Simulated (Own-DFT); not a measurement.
# Response to strain: wurtzite AlN, 72 atoms (Al36N36)

These are calculations, not measurements. They come from Own-DFT, an in-house plane-wave density functional program, since retired, whose code no person has reviewed. Each row is one single-point run on a periodic cell that was not relaxed, without spin or spin-orbit coupling.

Settings of every run: PBE; PseudoDojo norm-conserving scalar-relativistic files; cutoff 42 hartree; 4 x 4 x 3 k mesh centred on Gamma; Gaussian smearing of 0.01 eV.

Known limits: k mesh not checked against a denser one; stress not checked against mesh or cutoff.

Unstrained cell vectors in Å: (9.336, 0.000, 0.000); (-4.668, 8.085, 0.000); (0.000, 0.000, 9.964). The unstrained cell has measured lattice constants (interpolated for alloys), not those of this functional. That, the random moves and any unrelaxed bonds set the pressure at no strain. Each run strains this cell uniformly, with the atoms carried along. Every atom was also moved at random, by a Gaussian of width 0.05 Å on each axis. Strain is the symmetric tensor, in per cent. Stress is positive in tension, and the pressure is minus a third of its trace.

| run | e_xx (%) | e_yy (%) | e_zz (%) | s_xx (GPa) | s_yy (GPa) | s_zz (GPa) | P (GPa) | E (meV/atom) |
|---|---|---|---|---|---|---|---|---|
| 1 | -1.50 | -1.50 | 0.00 | -15.24 | -14.48 | -7.87 | 12.53 | 25.8 |
| 2 | -1.25 | -1.25 | 0.00 | -15.31 | -14.13 | -5.28 | 11.57 | 30.3 |
| 3 | 1.50 | 1.50 | 0.00 | 1.83 | 2.10 | -1.97 | -0.65 | 3.2 |
| 4 | -1.00 | -1.00 | 0.00 | -13.23 | -12.67 | -6.37 | 10.76 | 33.5 |
| 5 | -0.75 | -0.75 | 0.00 | -7.34 | -10.85 | -9.42 | 9.20 | 30.4 |
| 6 | -2.75 | -2.75 | 0.00 | -25.39 | -22.87 | -10.55 | 19.60 | 72.1 |
| 7 | 3.00 | 3.00 | 0.00 | 8.82 | 9.50 | -1.53 | -5.59 | 20.7 |
| 8 | -0.50 | -0.50 | 0.00 | -8.40 | -7.56 | -6.06 | 7.34 | 0.0 |
| 9 | -2.00 | -2.00 | 0.00 | ? | ? | ? | ? | ? |

E is the free energy for each atom above the lowest run shown.

## Worked fit

The change of volume is close to e_xx + e_yy + e_zz. A straight line through the runs shown gives P = 6.41 - 215 x (fractional change of volume) GPa, with an error of 10 on the slope and a scatter of 0.97 GPa. The strain isn't the same on all axes and the cell isn't cubic, so the slope belongs to this path and is not the bulk modulus.

## Withheld run

Question: what pressure should run 9 give? Its volume changes by -3.96 %.

The line gives 14.9 GPa. The calculation gave 15.50 GPa.
